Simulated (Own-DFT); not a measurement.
Simulation results for In$_{3}$GaAs$_{4}$ (zincblende random alloy, strained, atoms displaced)

A calculation, not a measurement: plane-wave PBE density functional theory by an unreviewed code, no spin, of a simulated periodic cell, stress positive in tension, free energy of the whole cell less one offset for each atom, forces on such cells passed a denser k mesh, this cell's mesh not checked; offsets are fitted by least squares, one for each functional and potential file, so energies compare only between cells with the same atoms and settings and are not formation energies; the far tail of each file's local potential was reset to the Coulomb form; each entry is a single point on an unrelaxed cell, so the pressure reflects the starting lattice, mostly measured values, from which strain is counted, and rises with the displacements; printed positions are rounded, which can move forces by about a meV/angstrom; the program is a retired in-house code; no spin-orbit coupling. Program: Own-DFT development build.

Common to all runs: functional PBE; potential files PseudoDojo norm-conserving, scalar-relativistic, standard set; wave cutoff 42 hartree; occupations Fermi-Dirac; smearing width 0.1 eV; k mesh 3 x 3 x 3 centred on Gamma.

(1) 
```cif
# cell vector a (Å): 11.7374 0.0000 0.0000
# cell vector b (Å): 0.0000 11.7374 0.0000
# cell vector c (Å): 0.0000 0.0000 12.0731
data_In3GaAs4
_symmetry_space_group_name_H-M 'P 1'
_symmetry_Int_Tables_number 1
_cell_length_a 11.7374
_cell_length_b 11.7374
_cell_length_c 12.0731
_cell_angle_alpha 90.000
_cell_angle_beta 90.000
_cell_angle_gamma 90.000
_cell_volume 1663.27
loop_
_atom_site_label
_atom_site_type_symbol
_atom_site_fract_x
_atom_site_fract_y
_atom_site_fract_z
_atom_site_occupancy
In1 In 0.99762 0.99724 0.00400 1
Ga1 Ga 0.99876 0.25163 0.24985 1
Ga2 Ga 0.25340 0.99652 0.24722 1
In2 In 0.24787 0.24825 0.00330 1
As1 As 0.11788 0.13164 0.12730 1
As2 As 0.12884 0.36862 0.37414 1
As3 As 0.36477 0.12443 0.37874 1
As4 As 0.37870 0.37484 0.11894 1
In3 In 0.00182 0.99695 0.50111 1
In4 In 0.00636 0.24630 0.75835 1
In5 In 0.25518 0.99842 0.74512 1
In6 In 0.25109 0.25420 0.49864 1
As5 As 0.12600 0.12801 0.62735 1
As6 As 0.12562 0.37395 0.88389 1
As7 As 0.37311 0.11996 0.87003 1
As8 As 0.36926 0.37802 0.62168 1
In7 In 0.00422 0.50327 0.00460 1
Ga3 Ga 0.00037 0.75288 0.25067 1
Ga4 Ga 0.25213 0.49811 0.24827 1
In8 In 0.24252 0.74764 0.00642 1
As9 As 0.12328 0.62927 0.12252 1
As10 As 0.12297 0.87273 0.37756 1
As11 As 0.37146 0.62778 0.37246 1
As12 As 0.36983 0.86732 0.12853 1
In9 In 0.00106 0.50104 0.50098 1
In10 In 0.99870 0.75157 0.74263 1
Ga5 Ga 0.25037 0.50152 0.74833 1
In11 In 0.24233 0.75823 0.50060 1
As13 As 0.12151 0.62353 0.62595 1
As14 As 0.12019 0.87288 0.87160 1
As15 As 0.37625 0.62310 0.87666 1
As16 As 0.38513 0.87047 0.62894 1
Ga6 Ga 0.49780 0.00908 0.99840 1
In12 In 0.49747 0.24702 0.25549 1
In13 In 0.75100 0.99657 0.25518 1
Ga7 Ga 0.74028 0.25811 0.99456 1
As17 As 0.62110 0.12322 0.13133 1
As18 As 0.62869 0.37296 0.37670 1
As19 As 0.87623 0.12423 0.37661 1
As20 As 0.86556 0.37945 0.12424 1
In14 In 0.49526 0.00162 0.50217 1
In15 In 0.50055 0.25044 0.75295 1
In16 In 0.74660 0.99546 0.75511 1
In17 In 0.74384 0.24845 0.49341 1
As21 As 0.63189 0.12121 0.62606 1
As22 As 0.62640 0.36948 0.87610 1
As23 As 0.86966 0.12407 0.87630 1
As24 As 0.87622 0.37631 0.61865 1
In18 In 0.50248 0.49928 0.99824 1
In19 In 0.50119 0.75138 0.25025 1
In20 In 0.75603 0.49838 0.24574 1
In21 In 0.75277 0.74533 0.00150 1
As25 As 0.62527 0.62867 0.12235 1
As26 As 0.61699 0.87605 0.37482 1
As27 As 0.87638 0.62379 0.37896 1
As28 As 0.86775 0.87651 0.12644 1
Ga8 Ga 0.49697 0.50833 0.49569 1
In22 In 0.50776 0.75347 0.75298 1
In23 In 0.75046 0.50311 0.75464 1
In24 In 0.74919 0.75052 0.50994 1
As29 As 0.61491 0.62981 0.62660 1
As30 As 0.62747 0.86564 0.87450 1
As31 As 0.87377 0.62215 0.87319 1
As32 As 0.87432 0.87566 0.62122 1
_calc_free_energy_of_cell_above_offsets '-23.878'  # eV
_calc_pressure 5.93  # GPa
_calc_stress_xx -6.27  # GPa
_calc_stress_yy -6.28  # GPa
_calc_stress_zz -5.23  # GPa
_calc_stress_yz -0.4  # GPa
_calc_stress_xz -0.34  # GPa
_calc_stress_xy -0.25  # GPa
```

Force:
```tsv
element	x (eV/Å)	y (eV/Å)	z (eV/Å)
In	0.022	0.274	-0.302
Ga	-0.395	0.153	0.139
Ga	-0.609	0.262	0.176
In	0.582	-0.365	-0.147
As	0.349	-0.847	1.18
As	-0.833	1.096	-1.633
As	0.138	-1.006	-1.037
As	-0.649	0.302	1.381
In	0.065	0.729	0.063
In	-0.909	0.57	-0.418
In	-0.671	-0.595	-0.087
In	-0.385	-0.49	0.59
As	0.156	-0.35	-0.397
As	0.655	0.972	-1.312
As	0.553	0.21	1.346
As	1.001	1.258	0.598
In	-0.859	-0.398	-0.315
Ga	-0.405	-0.225	0.032
Ga	-0.061	-0.084	-0.113
In	0.738	0.551	-1.594
As	-0.384	-0.629	2.746
As	-0.188	0.708	-2.247
As	-0.245	-1.022	0.205
As	0.372	2.014	-0.523
In	0.388	-0.485	-0.568
In	-0.354	-0.268	0.634
Ga	-0.122	-0.033	0.364
In	1.1	-0.991	0.797
As	1.334	-0.444	0.502
As	0.5	0.326	0.239
As	-0.866	0.011	-0.81
As	-1.085	0.048	-0.551
Ga	0.091	-0.788	0.253
In	-0.373	0.371	-0.016
In	-0.369	0.347	0.12
Ga	0.75	-1.169	0.949
As	0.398	0.098	-1.715
As	-1.494	1.653	-0.199
As	0.742	0.595	-0.751
As	1.382	-2.26	-1.09
In	0.273	0.375	-0.095
In	-0.219	-0.199	-0.933
In	0.438	-0.03	-0.226
In	0.965	-0.235	1.04
As	-0.809	0.331	-0.037
As	0.161	0.492	0.041
As	-0.389	0.718	0.934
As	-0.336	-0.687	1.02
In	0.206	0.137	-0.011
In	-0.063	-0.466	-0.076
In	-1.168	1.119	1.175
In	0.241	0.14	-0.232
As	-0.174	-0.632	0.575
As	0.809	-0.107	0.701
As	0.156	1.064	-0.949
As	1.224	-0.968	0.578
Ga	-0.023	-0.472	0.068
In	-1.317	-0.784	0.456
In	-0.423	-0.682	-1.218
In	-0.531	-0.282	-1.28
As	0.403	-1.761	-0.832
As	-0.318	1.696	1.768
As	0.905	0.574	0.34
As	-0.069	0.558	0.701
```

(2) 
```cif
# cell vector a (Å): 11.7374 0.0000 0.0000
# cell vector b (Å): 0.0000 11.7374 0.0000
# cell vector c (Å): 0.0000 0.0000 12.0731
data_In3GaAs4
_symmetry_space_group_name_H-M 'P 1'
_symmetry_Int_Tables_number 1
_cell_length_a 11.7374
_cell_length_b 11.7374
_cell_length_c 12.0731
_cell_angle_alpha 90.000
_cell_angle_beta 90.000
_cell_angle_gamma 90.000
_cell_volume 1663.27
loop_
_atom_site_label
_atom_site_type_symbol
_atom_site_fract_x
_atom_site_fract_y
_atom_site_fract_z
_atom_site_occupancy
In1 In 0.99468 0.00619 0.99221 1
Ga1 Ga 0.99825 0.24786 0.24860 1
In2 In 0.24974 0.99630 0.24882 1
Ga2 Ga 0.25035 0.26065 0.00706 1
As1 As 0.12754 0.12555 0.12873 1
As2 As 0.11969 0.37561 0.37680 1
As3 As 0.38021 0.12705 0.37686 1
As4 As 0.37226 0.37378 0.12847 1
In3 In 0.99917 0.00538 0.49664 1
In4 In 0.00446 0.25539 0.74175 1
In5 In 0.24658 0.00490 0.75218 1
In6 In 0.25157 0.25121 0.50116 1
As5 As 0.12533 0.12841 0.61841 1
As6 As 0.11636 0.38013 0.87763 1
As7 As 0.37620 0.12905 0.87446 1
As8 As 0.37449 0.37480 0.62496 1
In7 In 0.99763 0.50313 0.00329 1
In8 In 0.99801 0.74732 0.25551 1
In9 In 0.25015 0.49506 0.25389 1
In10 In 0.25098 0.74984 0.00092 1
As9 As 0.12924 0.62585 0.12115 1
As10 As 0.11807 0.87546 0.37729 1
As11 As 0.37490 0.63344 0.37387 1
As12 As 0.37685 0.87647 0.12973 1
In11 In 0.99226 0.49461 0.50280 1
In12 In 0.00367 0.75408 0.74747 1
In13 In 0.24861 0.50143 0.75103 1
In14 In 0.24957 0.75024 0.50029 1
As13 As 0.13205 0.62935 0.62356 1
As14 As 0.12685 0.88259 0.87536 1
As15 As 0.37693 0.62507 0.86797 1
As16 As 0.37614 0.87274 0.62382 1
In15 In 0.50115 0.99853 0.00454 1
Ga3 Ga 0.50235 0.24784 0.25432 1
Ga4 Ga 0.74746 0.99778 0.25053 1
In16 In 0.74828 0.24881 0.00102 1
As17 As 0.62054 0.11423 0.12925 1
As18 As 0.62833 0.37761 0.37196 1
As19 As 0.88008 0.13022 0.36715 1
As20 As 0.86819 0.37371 0.13142 1
Ga5 Ga 0.50297 0.00688 0.49765 1
In17 In 0.50215 0.25252 0.74129 1
In18 In 0.74323 0.99642 0.74388 1
Ga6 Ga 0.75384 0.24850 0.50279 1
As21 As 0.62238 0.12647 0.62368 1
As22 As 0.61771 0.37522 0.87464 1
As23 As 0.87425 0.12301 0.86932 1
As24 As 0.87690 0.37720 0.62437 1
Ga7 Ga 0.49652 0.49767 0.00228 1
In19 In 0.49811 0.74962 0.24945 1
In20 In 0.75904 0.50313 0.24793 1
Ga8 Ga 0.74787 0.75759 0.99476 1
As25 As 0.62550 0.62246 0.12093 1
As26 As 0.62170 0.88080 0.37725 1
As27 As 0.87254 0.62817 0.37137 1
As28 As 0.87616 0.87674 0.12158 1
In21 In 0.49806 0.50802 0.50357 1
In22 In 0.49599 0.74696 0.75322 1
In23 In 0.74822 0.50718 0.75863 1
In24 In 0.75250 0.75011 0.50171 1
As29 As 0.62862 0.62839 0.62609 1
As30 As 0.62522 0.87261 0.87427 1
As31 As 0.87497 0.62166 0.87890 1
As32 As 0.87803 0.87965 0.63342 1
_calc_free_energy_of_cell_above_offsets '-24.970'  # eV
_calc_pressure 5.67  # GPa
_calc_stress_xx -6.02  # GPa
_calc_stress_yy -6.01  # GPa
_calc_stress_zz -4.99  # GPa
_calc_stress_yz 0.17  # GPa
_calc_stress_xz 0.19  # GPa
_calc_stress_xy -0.16  # GPa
```

Force:
```tsv
element	x (eV/Å)	y (eV/Å)	z (eV/Å)
In	0.634	-0.141	0.983
Ga	0.452	0.461	-0.268
In	-0.039	0.366	0.848
Ga	-0.35	-0.68	-0.642
As	-0.465	1.249	-0.641
As	-0.38	-0.855	-0.663
As	0.42	-0.227	-0.275
As	1.293	-0.495	-0.512
In	-0.515	-0.124	0.29
In	-0.173	-0.581	0.735
In	0.635	0.092	-0.665
In	0.106	0.199	-0.656
As	0.121	-0.4	0.526
As	1.317	-0.861	0.367
As	-0.396	0.682	0.851
As	-0.211	0.662	-0.142
In	-0.29	-0.418	0.777
In	0.467	0.375	-1.281
In	-0.207	0.693	0.094
In	0.445	0.457	-0.515
As	-0.37	-0.195	0.983
As	0.753	-0.031	-0.107
As	-0.288	-0.982	0.098
As	-0.293	-0.405	-0.711
In	0.921	1.43	-0.613
In	0.172	-0.609	0.805
In	-0.17	-0.506	0.044
In	0.078	0.713	-0.451
As	-1.189	-0.819	0.028
As	-0.165	-0.823	0.342
As	-0.099	-1.041	2.073
As	0.525	1.391	-0.35
In	-0.556	-0.162	-1.016
Ga	0.206	0.067	-0.22
Ga	0.309	-0.004	0.008
In	-0.342	-0.382	-0.061
As	0.818	1.346	1.264
As	-0.266	-0.897	0.559
As	-1.416	0.031	0.021
As	1.758	-1.089	-0.528
Ga	-0.308	-0.399	0.239
In	-0.417	-0.112	0.885
In	-0.026	0.479	0.69
Ga	-0.147	0.182	-0.552
As	0.581	-0.184	-1.611
As	-0.079	0.499	0.826
As	-0.594	1.01	-0.704
As	-2.07	-0.713	0.369
Ga	-0.018	0.151	-0.167
In	0.965	0.068	-0.216
In	-1.409	0.182	0.249
Ga	0.276	-0.585	0.448
As	-0.026	0.366	-0.98
As	0.423	0.523	0.019
As	0.189	-0.368	1.134
As	-1.133	-0.19	0.321
In	0.23	-0.513	-0.514
In	0.815	0.688	-0.798
In	-0.236	-0.855	-0.617
In	0.012	0.849	-0.037
As	-0.202	-0.082	0.222
As	0.07	-0.23	0.564
As	-0.143	1.936	0.304
As	-0.004	-0.19	-1.452
```

(3) 
```cif
# cell vector a (Å): 11.7374 0.0000 0.0000
# cell vector b (Å): 0.0000 11.7374 0.0000
# cell vector c (Å): 0.0000 0.0000 12.0731
data_In3GaAs4
_symmetry_space_group_name_H-M 'P 1'
_symmetry_Int_Tables_number 1
_cell_length_a 11.7374
_cell_length_b 11.7374
_cell_length_c 12.0731
_cell_angle_alpha 90.000
_cell_angle_beta 90.000
_cell_angle_gamma 90.000
_cell_volume 1663.27
loop_
_atom_site_label
_atom_site_type_symbol
_atom_site_fract_x
_atom_site_fract_y
_atom_site_fract_z
_atom_site_occupancy
In1 In 0.00603 0.00307 0.99831 1
In2 In 0.00503 0.24754 0.24724 1
In3 In 0.24873 0.00513 0.25339 1
Ga1 Ga 0.25207 0.24515 0.00407 1
As1 As 0.12288 0.12975 0.12168 1
As2 As 0.12136 0.38220 0.36981 1
As3 As 0.36818 0.12639 0.37411 1
As4 As 0.37739 0.37598 0.11932 1
Ga2 Ga 0.00068 0.99923 0.49800 1
In4 In 0.99818 0.24261 0.75262 1
In5 In 0.25402 0.99721 0.74940 1
In6 In 0.24861 0.24920 0.50639 1
As5 As 0.12661 0.12343 0.61193 1
As6 As 0.12660 0.37363 0.87574 1
As7 As 0.37505 0.12182 0.87673 1
As8 As 0.37179 0.37146 0.62240 1
Ga3 Ga 0.99787 0.49761 0.99613 1
In7 In 0.00180 0.74996 0.25213 1
In8 In 0.24336 0.50367 0.24912 1
Ga4 Ga 0.25645 0.75332 0.00181 1
As9 As 0.12395 0.62015 0.12240 1
As10 As 0.12547 0.87110 0.38399 1
As11 As 0.37060 0.62260 0.36965 1
As12 As 0.37763 0.87750 0.12457 1
In9 In 0.00083 0.50590 0.50109 1
In10 In 0.99660 0.75195 0.74697 1
In11 In 0.25204 0.49105 0.75156 1
In12 In 0.25138 0.75033 0.49750 1
As13 As 0.12657 0.62171 0.62831 1
As14 As 0.12863 0.87012 0.87555 1
As15 As 0.37671 0.61934 0.87827 1
As16 As 0.37499 0.86586 0.62771 1
In13 In 0.49820 0.00507 0.99684 1
In14 In 0.49662 0.24102 0.25160 1
Ga5 Ga 0.74598 0.00314 0.25674 1
In15 In 0.74895 0.25058 0.00439 1
As17 As 0.62461 0.12838 0.12476 1
As18 As 0.62448 0.37958 0.37373 1
As19 As 0.87449 0.13207 0.36408 1
As20 As 0.87329 0.36359 0.12690 1
In16 In 0.49870 0.99711 0.49956 1
In17 In 0.49655 0.24621 0.75164 1
Ga6 Ga 0.74537 0.99988 0.75180 1
In18 In 0.75034 0.24821 0.49623 1
As21 As 0.63009 0.12424 0.62456 1
As22 As 0.61808 0.37035 0.88262 1
As23 As 0.87387 0.12318 0.87279 1
As24 As 0.87478 0.37425 0.62292 1
In19 In 0.49500 0.50048 0.99784 1
Ga7 Ga 0.50130 0.74756 0.25091 1
In20 In 0.74931 0.50292 0.24803 1
Ga8 Ga 0.75329 0.75007 0.00453 1
As25 As 0.63269 0.61943 0.12934 1
As26 As 0.62675 0.87809 0.37415 1
As27 As 0.87559 0.62948 0.37537 1
As28 As 0.87779 0.87356 0.11633 1
In21 In 0.49791 0.51029 0.50013 1
In22 In 0.49555 0.75203 0.75390 1
In23 In 0.74891 0.51169 0.75243 1
In24 In 0.75161 0.75097 0.50202 1
As29 As 0.63450 0.62264 0.62956 1
As30 As 0.62559 0.86849 0.87611 1
As31 As 0.87670 0.62427 0.87258 1
As32 As 0.87415 0.87503 0.62357 1
_calc_pressure ?
```

(4) 
```cif
# cell vector a (Å): 11.7374 0.0000 0.0000
# cell vector b (Å): 0.0000 11.7374 0.0000
# cell vector c (Å): 0.0000 0.0000 12.0731
data_In3GaAs4
_symmetry_space_group_name_H-M 'P 1'
_symmetry_Int_Tables_number 1
_cell_length_a 11.7374
_cell_length_b 11.7374
_cell_length_c 12.0731
_cell_angle_alpha 90.000
_cell_angle_beta 90.000
_cell_angle_gamma 90.000
_cell_volume 1663.27
loop_
_atom_site_label
_atom_site_type_symbol
_atom_site_fract_x
_atom_site_fract_y
_atom_site_fract_z
_atom_site_occupancy
In1 In 0.99817 0.00103 0.00350 1
In2 In 0.00661 0.24563 0.24967 1
In3 In 0.25311 0.00112 0.24968 1
In4 In 0.25365 0.25494 0.00059 1
As1 As 0.13059 0.12073 0.13393 1
As2 As 0.12648 0.38018 0.37126 1
As3 As 0.37550 0.12659 0.37198 1
As4 As 0.37437 0.37689 0.12132 1
In5 In 0.00116 0.00129 0.50390 1
In6 In 0.00232 0.25069 0.74778 1
In7 In 0.25418 0.99592 0.75254 1
Ga1 Ga 0.25678 0.24840 0.50130 1
As5 As 0.12387 0.12000 0.62180 1
As6 As 0.11859 0.37108 0.87427 1
As7 As 0.36955 0.13273 0.87993 1
As8 As 0.37554 0.37542 0.62372 1
Ga2 Ga 0.99925 0.50441 0.00241 1
In8 In 0.00705 0.74666 0.25182 1
In9 In 0.25065 0.50193 0.24858 1
Ga3 Ga 0.24610 0.74988 0.00463 1
As9 As 0.12119 0.62822 0.12213 1
As10 As 0.12803 0.86839 0.37475 1
As11 As 0.37916 0.62055 0.38304 1
As12 As 0.37865 0.87732 0.12793 1
Ga4 Ga 0.99809 0.50901 0.50087 1
In10 In 0.99969 0.75587 0.74561 1
Ga5 Ga 0.25267 0.49514 0.75603 1
Ga6 Ga 0.24718 0.75428 0.50383 1
As13 As 0.12435 0.62396 0.62865 1
As14 As 0.13310 0.87780 0.87472 1
As15 As 0.37015 0.63011 0.87668 1
As16 As 0.37451 0.87097 0.63586 1
In11 In 0.49932 0.00077 0.99585 1
In12 In 0.49767 0.24270 0.25093 1
In13 In 0.74199 0.00722 0.26115 1
In14 In 0.75099 0.24873 0.00020 1
As17 As 0.62511 0.11457 0.13101 1
As18 As 0.62513 0.37743 0.37278 1
As19 As 0.87017 0.12496 0.37531 1
As20 As 0.87832 0.37257 0.12500 1
In15 In 0.50222 0.99741 0.49677 1
In16 In 0.49899 0.25143 0.75310 1
In17 In 0.75775 0.99698 0.74408 1
In18 In 0.74953 0.25161 0.49948 1
As21 As 0.62607 0.12523 0.61733 1
As22 As 0.62009 0.37039 0.86584 1
As23 As 0.87666 0.12807 0.86456 1
As24 As 0.87826 0.38764 0.62738 1
In19 In 0.49847 0.50230 0.99579 1
In20 In 0.50678 0.74745 0.24926 1
In21 In 0.74769 0.50614 0.25130 1
In22 In 0.75184 0.74734 0.99868 1
As25 As 0.61778 0.62268 0.12682 1
As26 As 0.63120 0.86834 0.37749 1
As27 As 0.87663 0.62093 0.37294 1
As28 As 0.87742 0.87594 0.12317 1
In23 In 0.49976 0.49888 0.49630 1
Ga7 Ga 0.50105 0.75489 0.74147 1
In24 In 0.75831 0.50961 0.75258 1
Ga8 Ga 0.73786 0.75093 0.50101 1
As29 As 0.61739 0.62408 0.63171 1
As30 As 0.62752 0.86917 0.87321 1
As31 As 0.87008 0.62749 0.86386 1
As32 As 0.87391 0.87010 0.62319 1
_calc_stress_xx ?
_calc_stress_zz ?
```

**Q.** Give the missing pressure for In$_{3}$GaAs$_{4}$ (zincblende random alloy, strained, atoms displaced) (entry 3).
**A.** 5.82 GPa

**Q.** Give the table of force values for In$_{3}$GaAs$_{4}$ (zincblende random alloy, strained, atoms displaced) (entry 3).
**A.** 
Force:
```tsv
element	x (eV/Å)	y (eV/Å)	z (eV/Å)
In	-0.347	-0.43	-0.462
In	0.171	0.769	0.239
In	-0.656	-0.923	-0.572
Ga	0.044	0.637	-0.34
As	1.407	-0.124	-0.403
As	0.178	-0.893	0.942
As	0.537	-0.028	0.975
As	-1.176	-1.055	0.68
Ga	-0.465	0.088	-0.229
In	0.489	0.62	-0.856
In	-0.642	0.124	-0.284
In	-0.167	0.919	-1.709
As	-1.311	-1.373	1.282
As	-0.351	-0.688	1.387
As	-1.269	1.013	0.15
As	1.098	0.518	0.163
Ga	-0.042	-0.282	0.305
In	0.028	0.213	-0.616
In	0.739	-0.846	-0.751
Ga	-0.305	-0.473	0.023
As	-0.347	0.884	-1.606
As	-0.867	1.408	-0.622
As	0.966	1.144	-0.335
As	-0.126	-1.129	0.419
In	-0.333	-0.428	-0.011
In	0.551	-0.126	0.18
In	-0.087	0.621	0.012
In	0.071	-0.858	0.646
As	0.426	0.388	0.065
As	0.488	-0.325	0.446
As	-1.303	1.412	-0.189
As	0.047	0.846	-0.653
In	0.93	-0.772	0.476
In	0.187	1.25	-0.12
Ga	0.34	-0.133	-1.015
In	0.037	-0.346	-0.927
As	0.489	-1.424	0.774
As	-0.529	-0.415	0.139
As	-0.051	-2.081	0.953
As	0.883	2.035	-0.445
In	-0.213	0.269	0.282
In	0.425	0.235	-0.329
Ga	0.304	-0.285	-0.015
In	0.029	0.544	0.029
As	-0.153	-0.683	0.628
As	0.75	0.468	-1.063
As	-1.092	-0.864	0
As	-0.029	0.17	0.483
In	1.113	0.112	0.774
Ga	0.169	0.119	-0.249
In	1.257	-1.007	0.827
Ga	-0.106	-0.339	-0.283
As	-1.443	2.135	-1.33
As	-0.193	-0.534	-1.005
As	-0.222	-0.402	-0.095
As	-1.055	0.356	1.031
In	0.35	-0.67	0.238
In	0.708	-1.014	0
In	0.389	-2.599	0.759
In	-0.273	0.037	-0.382
As	-1.905	1.268	-0.939
As	1.202	0.636	0.382
As	0.244	0.437	1.984
As	0.01	1.878	0.163
```

**Q.** Give the missing stress xx for In$_{3}$GaAs$_{4}$ (zincblende random alloy, strained, atoms displaced) (entry 4).
**A.** -6.23 GPa

**Q.** Give the missing stress zz for In$_{3}$GaAs$_{4}$ (zincblende random alloy, strained, atoms displaced) (entry 4).
**A.** -5.15 GPa

**Q.** Give the table of force values for In$_{3}$GaAs$_{4}$ (zincblende random alloy, strained, atoms displaced) (entry 4).
**A.** 
Force:
```tsv
element	x (eV/Å)	y (eV/Å)	z (eV/Å)
In	0.512	0.42	-0.715
In	-0.536	0.39	0.477
In	0.115	-0.894	0.708
In	-1.356	0.014	0.524
As	-0.324	0.492	-1.622
As	-0.269	-0.416	1.919
As	-0.802	-0.059	1.58
As	0.629	0.061	0.749
In	-0.558	-0.76	-1.07
In	-0.096	0.178	-0.951
In	-0.11	1.205	-0.042
Ga	-0.604	0.258	-0.167
As	1.538	1.186	0.131
As	0.651	1.742	0.643
As	0.654	-0.944	-0.788
As	-1.139	-0.136	0.274
Ga	-0.33	-0.293	-0.565
In	-1.093	0.372	-0.107
In	0.277	0.367	-0.113
Ga	0.338	0.288	-0.202
As	0.631	-0.595	-1.238
As	0.674	0.508	0.995
As	-1.468	1.883	-0.645
As	-0.549	-1.019	-0.772
Ga	0.43	-0.446	-0.043
In	0.724	-0.233	0.692
Ga	-0.317	0.196	-0.182
Ga	0.284	-0.691	0.189
As	0.895	-0.56	-0.737
As	-0.687	-0.994	1.244
As	-0.27	0.542	-0.836
As	0.356	-0.541	-1.759
In	0.078	-0.266	-0.258
In	0.489	1.184	-0.686
In	1.08	-1.385	-0.588
In	-0.35	-0.096	-0.172
As	-0.354	1.086	-1.216
As	-0.076	-0.546	-0.182
As	1.188	0.397	0.384
As	0.258	0.937	-0.349
In	-0.555	-0.343	0.301
In	-0.573	-1.078	-1.267
In	-1.068	0.22	0.263
In	0.454	0.911	0.269
As	-0.252	-0.152	1.094
As	1.453	1.265	1.266
As	-0.157	-0.42	1.15
As	0.458	-0.527	-1.257
In	0.014	-0.356	-0.413
In	-1.117	0.275	0.739
In	0.26	-0.757	-0.567
In	-0.071	-0.187	0.556
As	1.056	-0.112	-0.935
As	-0.262	-0.225	0.365
As	-0.169	0.884	1.594
As	-0.719	-0.16	1.083
In	0.57	-0.47	0.874
Ga	0.046	-0.483	1.163
In	-2.049	-1.699	-0.994
Ga	0.945	-0.85	0.527
As	0.358	0.903	-0.63
As	-0.797	0.22	-0.911
As	2.358	0.76	2.747
As	-0.694	-0.448	-1.521
```

Further results for In$_{3}$GaAs$_{4}$ (zincblende random alloy, strained, atoms displaced) (entry 3):

```
free energy of cell above offsets : -24.196 eV
stress xx                         : -6.24 GPa
stress yy                         : -6 GPa
stress zz                         : -5.23 GPa
stress yz                         : 0.46 GPa
stress xz                         : -0.59 GPa
stress xy                         : -0.41 GPa
```

Further results for In$_{3}$GaAs$_{4}$ (zincblende random alloy, strained, atoms displaced) (entry 4):

```
free energy of cell above offsets : -23.983 eV
pressure                          : 5.88 GPa
stress yy                         : -6.27 GPa
stress yz                         : -0.57 GPa
stress xz                         : -0.52 GPa
stress xy                         : -0.2 GPa
```
